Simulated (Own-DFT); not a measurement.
# How strain changes the stress of 4H SiC, 72 atoms (C36Si36)

All numbers below are calculated, not measured. The program, named Own-DFT, is a retired in-house plane-wave density functional code that no person has reviewed. Each row is one single-point run on a periodic cell that was not relaxed, without spin or spin-orbit coupling.

Settings of every run: PBE; PseudoDojo norm-conserving scalar-relativistic files; cutoff 42 hartree; 4 x 4 x 3 k mesh centred on Gamma; Fermi-Dirac smearing of 0.1 eV.

Known limits: forces on such cells passed a denser k mesh, each cell not checked; stress not checked against mesh or cutoff.

Unstrained cell vectors in Å: (9.248, 0.000, 0.000); (-4.624, 8.009, 0.000); (0.000, 0.000, 10.068). The unstrained cell has measured lattice constants (interpolated for alloys), not those of this functional. That, the random moves and any unrelaxed bonds set the pressure at no strain. Each run strains this cell uniformly, with the atoms carried along. Every atom was also moved at random, by a Gaussian of width 0.05 Å on each axis. Strain is the symmetric tensor, in per cent. Stress is positive in tension, and the pressure is minus a third of its trace.

| run | e_xx (%) | e_yy (%) | e_zz (%) | e_yz (%) | e_xz (%) | e_xy (%) | s_xx (GPa) | s_yy (GPa) | s_zz (GPa) | s_yz (GPa) | s_xz (GPa) | s_xy (GPa) | P (GPa) | E (meV/atom) |
|---|---|---|---|---|---|---|---|---|---|---|---|---|---|---|
| 1 | 1.28 | 0.81 | 1.19 | 1.43 | -1.14 | -0.28 | 3.31 | 1.87 | 0.50 | 4.49 | -3.35 | -1.72 | -1.90 | 6.8 |
| 2 | 0.64 | -1.45 | 1.48 | -0.67 | -1.81 | -1.57 | -4.89 | -11.02 | 1.62 | -1.49 | -6.49 | -7.57 | 4.76 | 42.6 |
| 3 | 0.95 | 0.18 | 1.00 | 0.90 | -0.89 | -0.35 | 0.89 | -5.68 | 2.01 | 3.03 | -1.27 | -2.38 | 0.93 | 11.9 |
| 4 | -0.11 | 0.87 | 0.17 | -0.08 | -1.70 | -1.14 | -3.09 | -0.43 | -6.03 | -0.04 | -5.94 | -4.16 | 3.18 | 14.2 |
| 5 | -0.52 | 0.54 | -1.85 | 1.79 | 0.52 | 0.05 | -7.40 | -3.57 | -19.25 | 7.07 | 1.46 | 1.69 | 10.07 | 26.8 |
| 6 | -1.47 | -0.87 | -1.66 | -1.07 | 1.43 | -0.44 | -16.42 | -11.82 | -18.48 | -3.61 | 6.03 | -3.45 | 15.57 | 43.1 |
| 7 | 1.05 | 0.53 | 0.03 | 1.54 | 0.63 | -0.83 | 1.03 | -0.83 | -6.82 | 5.14 | 2.90 | -2.79 | 2.20 | 26.9 |
| 8 | -0.51 | -0.95 | 1.07 | -0.79 | -1.12 | 0.90 | -7.16 | -11.06 | -0.20 | -2.12 | -4.69 | 3.90 | 6.14 | 3.0 |
| 9 | 0.74 | -1.59 | -1.77 | 1.75 | -1.54 | 0.01 | -2.90 | -13.67 | -19.41 | 7.20 | -5.77 | 1.08 | 11.99 | 32.3 |
| 10 | 0.33 | -1.46 | 0.88 | -1.16 | -1.77 | -0.99 | -2.89 | -13.01 | -3.01 | -3.67 | -5.55 | -4.68 | 6.30 | 29.3 |
| 11 | -1.09 | 1.70 | 1.16 | 0.04 | 0.49 | -1.07 | -7.98 | 3.38 | 1.10 | -0.61 | 1.57 | -5.20 | 1.17 | 0.0 |
| 12 | 0.86 | -0.48 | 0.03 | -1.78 | -1.44 | 0.32 | 0.07 | -6.69 | -6.21 | -5.38 | -3.97 | 1.47 | 4.27 | 8.9 |
| 13 | -0.92 | 1.83 | 0.16 | -1.57 | 1.50 | -1.90 | -9.11 | 2.94 | -3.05 | -5.41 | 4.75 | -8.73 | 3.07 | 13.6 |
| 14 | -1.11 | -0.36 | 1.77 | 1.81 | -1.10 | 1.77 | -12.20 | -7.69 | 3.40 | 5.34 | -3.09 | 7.33 | 5.50 | 38.7 |
| 15 | -1.10 | -1.64 | -1.96 | 1.60 | 1.60 | 1.39 | -14.57 | -18.60 | -19.81 | 7.56 | 4.61 | 8.57 | 17.66 | 59.4 |
| 16 | -1.17 | 1.91 | -1.69 | -0.65 | -0.79 | -1.71 | -9.18 | 1.99 | -16.97 | -2.11 | -2.04 | -7.49 | 8.05 | 42.5 |
| 17 | -0.69 | -1.85 | 0.37 | -1.76 | -1.18 | 1.98 | ? | ? | ? | ? | ? | ? | ? | ? |

E is the free energy for each atom above the lowest run shown.

## Worked fit

Each stress component was fitted by least squares to a constant and the strains of the runs shown, as fractions, with shears doubled. Shear strains stay in the fit of a normal stress only where such slopes are resolved. The slopes, in GPa:

| stress | at no strain | per e_xx | per e_yy | per e_zz | scatter |
|---|---|---|---|---|---|
| s_xx | -5.0 | 584 ± 37 | 135 ± 27 | 26 ± 26 | 1.27 |
| s_yy | -5.6 | 127 ± 34 | 546 ± 24 | 52 ± 23 | 1.15 |
| s_zz | -6.9 | 11 ± 31 | 65 ± 23 | 643 ± 22 | 1.07 |

Each shear stress against twice its own strain: yz 168 ± 7, xz 173 ± 12, xy 229 ± 17 GPa. These are stiffnesses along x, y and z of the frame in which the cell vectors are given, which need not be the crystal's axes. The atoms are held to the strained lattice; where symmetry lets them move under strain, relaxing them would lower some slopes. The table should be nearly symmetric about its diagonal, and what it lacks of that shows the noise. A ninth of its sum, 243 ± 4 GPa, estimates the bulk modulus near the mean pressure of these runs, 6.2 GPa, so it lies above the value at zero pressure.

## Withheld run

Question: what normal stresses and pressure should run 17 give?

The fit gives s_xx = -11.4, s_yy = -16.4, s_zz = -5.8 and P = 11.2 GPa. The calculation gave -10.76, -18.15, -6.19 and P = 11.70 GPa.
